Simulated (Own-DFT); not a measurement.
## Calculated data, Al3GaN4 (wurtzite random alloy, atoms displaced), Al3GaN4 (wurtzite random alloy, strained, atoms displaced)

All values are calculated (Own-DFT development build). A calculation, not a measurement: plane-wave PBE density functional theory by an unreviewed code, no spin, of a simulated periodic cell, stress positive in tension, free energy of the whole cell less one offset for each atom, forces on such cells passed a denser k mesh, this cell's mesh not checked; offsets are fitted by least squares, one for each functional and potential file, so energies compare only between cells with the same atoms and settings and are not formation energies; the far tail of each file's local potential was reset to the Coulomb form; each entry is a single point on an unrelaxed cell, so the pressure reflects the starting lattice, mostly measured values, from which strain is counted, and rises with the displacements; printed positions are rounded, which can move forces by about a meV/angstrom; the program is a retired in-house code; no spin-orbit coupling.

Settings shared by all entries: functional PBE; potential files PseudoDojo norm-conserving, scalar-relativistic, standard set with the stringent files for Ga; wave cutoff 96 hartree; occupations Gaussian; smearing width 0.01 eV; k mesh 4 x 4 x 3 centred on Gamma.

```json
{"entry": 1, "formula": "Al3GaN4", "kind": "wurtzite random alloy, atoms displaced", "structure": {"cell_angstrom": [[9.3938, 0.0, 0.0], [-4.6969, 8.1352, 0.0], [0.0, 0.0, 10.0655]], "atoms_fractional": [["Al", 0.10785, 0.21116, 0.00096], ["Al", 0.20618, 0.10844, 0.26519], ["N", 0.10976, 0.21703, 0.17804], ["N", 0.20471, 0.09131, 0.43103], ["Al", 0.09636, 0.21427, 0.49329], ["Al", 0.22363, 0.11658, 0.74861], ["N", 0.12259, 0.22834, 0.69096], ["N", 0.2312, 0.10404, 0.9429], ["Al", 0.10353, 0.5594, 0.00122], ["Al", 0.22774, 0.46538, 0.24128], ["N", 0.12223, 0.55721, 0.18987], ["N", 0.22054, 0.4439, 0.43326], ["Ga", 0.11761, 0.55716, 0.49989], ["Ga", 0.22063, 0.43247, 0.7545], ["N", 0.11915, 0.55051, 0.7043], ["N", 0.22226, 0.43392, 0.94068], ["Al", 0.10984, 0.89575, 0.98711], ["Al", 0.2092, 0.77692, 0.24443], ["N", 0.11714, 0.88975, 0.19815], ["N", 0.20648, 0.77151, 0.44956], ["Al", 0.10044, 0.87525, 0.49485], ["Al", 0.22336, 0.7734, 0.74163], ["N", 0.10782, 0.89587, 0.68687], ["N", 0.2142, 0.77887, 0.94532], ["Al", 0.45515, 0.22613, 0.99529], ["Ga", 0.56253, 0.10997, 0.24837], ["N", 0.44622, 0.22377, 0.20432], ["N", 0.55348, 0.10622, 0.45972], ["Al", 0.44291, 0.20928, 0.50356], ["Al", 0.54781, 0.10392, 0.74421], ["N", 0.45983, 0.22503, 0.69542], ["N", 0.56531, 0.12109, 0.95641], ["Al", 0.44385, 0.563, 0.99953], ["Al", 0.57034, 0.45758, 0.24529], ["N", 0.44052, 0.5417, 0.17552], ["N", 0.55678, 0.4363, 0.437], ["Ga", 0.44924, 0.56533, 0.49686], ["Al", 0.52835, 0.4407, 0.74505], ["N", 0.44792, 0.55589, 0.69337], ["N", 0.56129, 0.44459, 0.94071], ["Ga", 0.44108, 0.8794, 0.99502], ["Al", 0.55792, 0.76982, 0.2526], ["N", 0.45311, 0.9015, 0.21181], ["N", 0.56355, 0.78883, 0.43335], ["Ga", 0.44239, 0.88753, 0.49894], ["Al", 0.55746, 0.79755, 0.74572], ["N", 0.44667, 0.89376, 0.68995], ["N", 0.56282, 0.78819, 0.95917], ["Al", 0.77645, 0.23296, 0.99544], ["Al", 0.88884, 0.08959, 0.2524], ["N", 0.77336, 0.22248, 0.18178], ["N", 0.89634, 0.10361, 0.4485], ["Al", 0.78525, 0.21923, 0.49368], ["Al", 0.89445, 0.11716, 0.73988], ["N", 0.79055, 0.22593, 0.68557], ["N", 0.87531, 0.09438, 0.94777], ["Ga", 0.77196, 0.54576, 0.00456], ["Ga", 0.89615, 0.4465, 0.24131], ["N", 0.76493, 0.54885, 0.17699], ["N", 0.8889, 0.45405, 0.4363], ["Al", 0.7933, 0.56226, 0.50786], ["Al", 0.89685, 0.4542, 0.74914], ["N", 0.79575, 0.56488, 0.69062], ["N", 0.87492, 0.44004, 0.9432], ["Al", 0.77056, 0.89548, 0.9962], ["Al", 0.89558, 0.79066, 0.25137], ["N", 0.79165, 0.8846, 0.19045], ["N", 0.87771, 0.78093, 0.44106], ["Al", 0.77947, 0.87174, 0.4981], ["Ga", 0.87535, 0.76975, 0.75837], ["N", 0.78047, 0.89915, 0.69071], ["N", 0.88616, 0.78122, 0.95328]]}, "results": {"free_energy_of_cell_above_offsets [eV]": "-14.766", "pressure [GPa]": 9.63, "stress_xx [GPa]": -11.36, "stress_yy [GPa]": -11.26, "stress_zz [GPa]": -6.26, "stress_yz [GPa]": 0.12, "stress_xz [GPa]": -0.47, "stress_xy [GPa]": 3.29, "force_element": ["Al", "Al", "N", "N", "Al", "Al", "N", "N", "Al", "Al", "N", "N", "Ga", "Ga", "N", "N", "Al", "Al", "N", "N", "Al", "Al", "N", "N", "Al", "Ga", "N", "N", "Al", "Al", "N", "N", "Al", "Al", "N", "N", "Ga", "Al", "N", "N", "Ga", "Al", "N", "N", "Ga", "Al", "N", "N", "Al", "Al", "N", "N", "Al", "Al", "N", "N", "Ga", "Ga", "N", "N", "Al", "Al", "N", "N", "Al", "Al", "N", "N", "Al", "Ga", "N", "N"], "force_x [eV/angstrom]": [-0.071, 2.81, -0.853, 0.269, 4.659, 1.333, -0.882, -1.129, 0.93, 3.81, -3.189, 0.487, -0.796, 0.039, -1.383, -1.04, -0.016, 3.297, -2.562, 1.847, -1.463, -1.585, 1.322, 0.652, -1.652, -2.051, -1.075, 1.599, -1.535, 2.37, -3.168, -0.883, 1.181, -2.318, -0.424, 0.171, 0.864, 5.968, -2.717, -3.192, -2.268, -0.536, -0.166, 0.63, -0.52, 2.454, -1.08, -0.518, 2.346, -0.995, 3.044, -3.575, -1.241, 0.406, -1.373, 0.558, -0.886, -1.585, 3.033, 1.348, -2.433, -0.007, -1.501, 3.611, 3.238, 2.187, -3.782, 5.004, -4.649, 0.68, -0.769, -0.279], "force_y [eV/angstrom]": [-0.079, 1.338, 0.427, 1.397, 2.261, -1.341, -2.703, 2.308, -1.135, -4.312, 2.3, -0.715, -1.536, 2.226, 1.121, 1.047, -1.393, 0.557, 0.485, 0.719, 1.856, 0.866, -0.638, -0.827, -0.103, 3.053, 0.368, 1.399, 1.628, 2.316, 0.074, -2.4, -1.57, -3.887, 2.288, 1.122, -1.842, -1.212, 3.62, -0.124, 2.86, 0.858, -6.117, -0.944, -0.628, -2.124, -1.25, -2.971, -2.413, 3.462, -0.006, -1.608, 0.593, -0.264, 0.582, 5.25, 2.37, -0.602, 2.722, -1.754, -0.897, -1.739, -1.86, 1.282, -2.077, -2.97, -0.204, -3.117, 3.713, 2.083, -1.337, 0.15], "force_z [eV/angstrom]": [-1.048, -5.717, 3.261, 5.575, 1.292, 0.502, -1.889, -1.58, -0.932, 1.161, -1.824, -0.314, 0.93, 0.534, -1.348, 1.51, 2.23, 1.495, -1.422, -1.806, 1.444, 1.066, 0.208, -1.44, 2.477, 1.315, -1.373, -1.343, -1.117, 1.622, -0.935, -3.363, -1.39, 1.47, 3.014, 1.046, -0.147, 2.24, -1.017, -2.028, 2.486, -1.981, -1.977, 1.138, -0.988, 1.206, 0.844, -3.434, 0.964, -0.801, 1.162, -2.188, 0.745, 1.898, 0.283, -2.59, -2.654, 0.808, 4.532, 0.197, -1.042, 0.578, -0.526, -1.793, 2.279, -0.387, -0.601, -1.847, 2.487, 0.658, -0.725, -1.093]}}
{"entry": 2, "formula": "Al3GaN4", "kind": "wurtzite random alloy, strained, atoms displaced", "structure": {"cell_angstrom": [[9.2528, 0.0, 0.0], [-4.6264, 8.0132, 0.0], [0.0, 0.0, 10.0655]], "atoms_fractional": [["Al", 0.11896, 0.2302, 0.00158], ["Al", 0.2225, 0.11711, 0.25174], ["N", 0.12166, 0.21905, 0.17592], ["N", 0.22498, 0.10274, 0.44175], ["Al", 0.11246, 0.23131, 0.50726], ["Al", 0.20832, 0.09557, 0.7452], ["N", 0.11403, 0.22579, 0.68773], ["N", 0.22891, 0.12416, 0.93309], ["Al", 0.11705, 0.55948, 0.0012], ["Ga", 0.22627, 0.44645, 0.24702], ["N", 0.10525, 0.54827, 0.19872], ["N", 0.23514, 0.45722, 0.44169], ["Al", 0.1155, 0.55014, 0.49935], ["Al", 0.21776, 0.43413, 0.74787], ["N", 0.11068, 0.55631, 0.69423], ["N", 0.22254, 0.44596, 0.94804], ["Al", 0.11705, 0.88322, 0.00173], ["Al", 0.22347, 0.78212, 0.24311], ["N", 0.1099, 0.88746, 0.19366], ["N", 0.20946, 0.76672, 0.44403], ["Al", 0.12261, 0.90256, 0.49296], ["Al", 0.2148, 0.78075, 0.74493], ["N", 0.11038, 0.89709, 0.68232], ["N", 0.22146, 0.77548, 0.9413], ["Al", 0.44383, 0.22425, 0.99363], ["Al", 0.55526, 0.1129, 0.24179], ["N", 0.44394, 0.22342, 0.18942], ["N", 0.55323, 0.10621, 0.43404], ["Al", 0.43488, 0.21788, 0.50344], ["Al", 0.57098, 0.11551, 0.75405], ["N", 0.43853, 0.21583, 0.69748], ["N", 0.55149, 0.10448, 0.94172], ["Ga", 0.44042, 0.55456, 0.00013], ["Al", 0.55783, 0.45123, 0.25931], ["N", 0.44277, 0.55968, 0.1864], ["N", 0.5568, 0.44868, 0.4413], ["Ga", 0.44495, 0.5532, 0.48977], ["Al", 0.55981, 0.44719, 0.75806], ["N", 0.44597, 0.56633, 0.68937], ["N", 0.55662, 0.44645, 0.9394], ["Ga", 0.44401, 0.88193, 0.99594], ["Al", 0.55142, 0.77049, 0.25383], ["N", 0.44092, 0.89139, 0.18471], ["N", 0.55771, 0.77845, 0.44177], ["Ga", 0.44516, 0.89099, 0.49886], ["Al", 0.54418, 0.76893, 0.74775], ["N", 0.44717, 0.89471, 0.69353], ["N", 0.54398, 0.77314, 0.93063], ["Al", 0.78037, 0.22463, 0.98876], ["Al", 0.89133, 0.10929, 0.24146], ["N", 0.77733, 0.22047, 0.18952], ["N", 0.88482, 0.108, 0.44815], ["Al", 0.77799, 0.22257, 0.50215], ["Al", 0.89218, 0.11626, 0.74593], ["N", 0.76765, 0.21486, 0.69349], ["N", 0.87715, 0.11133, 0.94141], ["Al", 0.77254, 0.54615, 0.99413], ["Ga", 0.88809, 0.45341, 0.24857], ["N", 0.78197, 0.56166, 0.19006], ["N", 0.8939, 0.44092, 0.44024], ["Ga", 0.78038, 0.55314, 0.50554], ["Ga", 0.89805, 0.45574, 0.75024], ["N", 0.78317, 0.5529, 0.68633], ["N", 0.88853, 0.4343, 0.9474], ["Ga", 0.77727, 0.88781, 0.99476], ["Al", 0.8913, 0.76903, 0.25098], ["N", 0.78215, 0.88816, 0.18253], ["N", 0.88129, 0.77745, 0.4348], ["Al", 0.77475, 0.88646, 0.49844], ["Al", 0.89836, 0.78796, 0.75047], ["N", 0.77652, 0.8868, 0.6869], ["N", 0.89346, 0.7874, 0.94431]]}, "results": {"free_energy_of_cell_above_offsets [eV]": "-20.111", "pressure [GPa]": 13.77, "stress_xx [GPa]": -16.33, "stress_yy [GPa]": -16.87, "stress_zz [GPa]": -8.12, "stress_yz [GPa]": 0.02, "stress_xz [GPa]": 0.65, "stress_xy [GPa]": 0.35, "force_element": ["Al", "Al", "N", "N", "Al", "Al", "N", "N", "Al", "Ga", "N", "N", "Al", "Al", "N", "N", "Al", "Al", "N", "N", "Al", "Al", "N", "N", "Al", "Al", "N", "N", "Al", "Al", "N", "N", "Ga", "Al", "N", "N", "Ga", "Al", "N", "N", "Ga", "Al", "N", "N", "Ga", "Al", "N", "N", "Al", "Al", "N", "N", "Al", "Al", "N", "N", "Al", "Ga", "N", "N", "Ga", "Ga", "N", "N", "Ga", "Al", "N", "N", "Al", "Al", "N", "N"], "force_x [eV/angstrom]": [-0.964, 1.524, -1.893, -2.192, 0.182, 1.271, -0.25, -0.569, -0.835, -0.777, 1.005, -2.356, -1.599, 0.517, 2.257, -1.346, -1.731, 0.305, 0.24, 0.389, -1.282, 1.807, 0.487, -1.247, 0.593, 0.405, -0.367, -0.474, 2.53, -4.472, 0.346, -0.029, 1.047, 0.506, 1.935, 1.115, 1.156, -0.894, 0.536, 0.659, -0.537, 0.175, 1.005, 0.075, -0.626, 0.617, -0.748, 2.314, -1.578, -0.42, 0.31, 1.267, -0.834, -0.713, 3.396, 3.219, 0.719, 0.42, -2.158, 0.029, 0.338, -0.452, -2.179, -0.408, -1.659, -1.372, -0.61, 1.487, 0.467, -1.577, 0.02, 2.476], "force_y [eV/angstrom]": [-1.718, -1.25, 0.096, 4.306, -1.15, 4.263, -1.183, -2.189, -1.058, -1.131, 2.567, -3.619, 0.923, 2.897, 0.468, -0.597, 1.984, -1.025, 0.75, 1.188, -5.127, 0.441, -2.857, -0.686, -0.612, -0.013, 1.009, 2.272, 0.75, -2.087, 0.939, 2.164, 0.728, -0.875, -0.088, -2.407, 2.061, -0.413, -3.967, -0.334, 1.23, 2.542, -0.927, 0.3, -0.753, 2.976, -0.7, -0.46, -2.01, 0.2, -0.039, 1.099, -0.636, -1.435, 2.408, 0.767, 1.713, -2.653, -1.089, -0.239, 0.671, -2.54, 1.594, 3.457, 0.246, 2.25, -0.778, 0.617, 0.162, -1.185, 0.272, -2.475], "force_z [eV/angstrom]": [-1.947, -0.265, 3.047, -1.464, -1.903, 1.77, 0.349, 0.17, 0.896, 0.456, -2.421, -0.724, 0.522, 1.318, -1.256, -2.26, 0.571, 1.72, -0.766, -1.1, 0.781, 0.266, -0.467, -1.501, 0.893, 0.721, -0.262, -0.013, 0.556, 0.81, -0.929, -0.595, -0.199, -2.044, 1.312, -0.411, 3.17, -2.215, -0.103, 0.018, 0.81, -0.735, 1.388, -1.51, 0.728, -0.064, 0.164, -0.106, 2.923, 0.651, -0.884, -1.385, -0.464, 0.7, -1.734, -1.861, 1.403, 0.845, -1.549, 0.846, -1.623, 1.147, 2.612, -1.023, 0.454, -0.081, 2.062, 0.478, 0.6, -0.049, 0.67, -1.911]}}
```
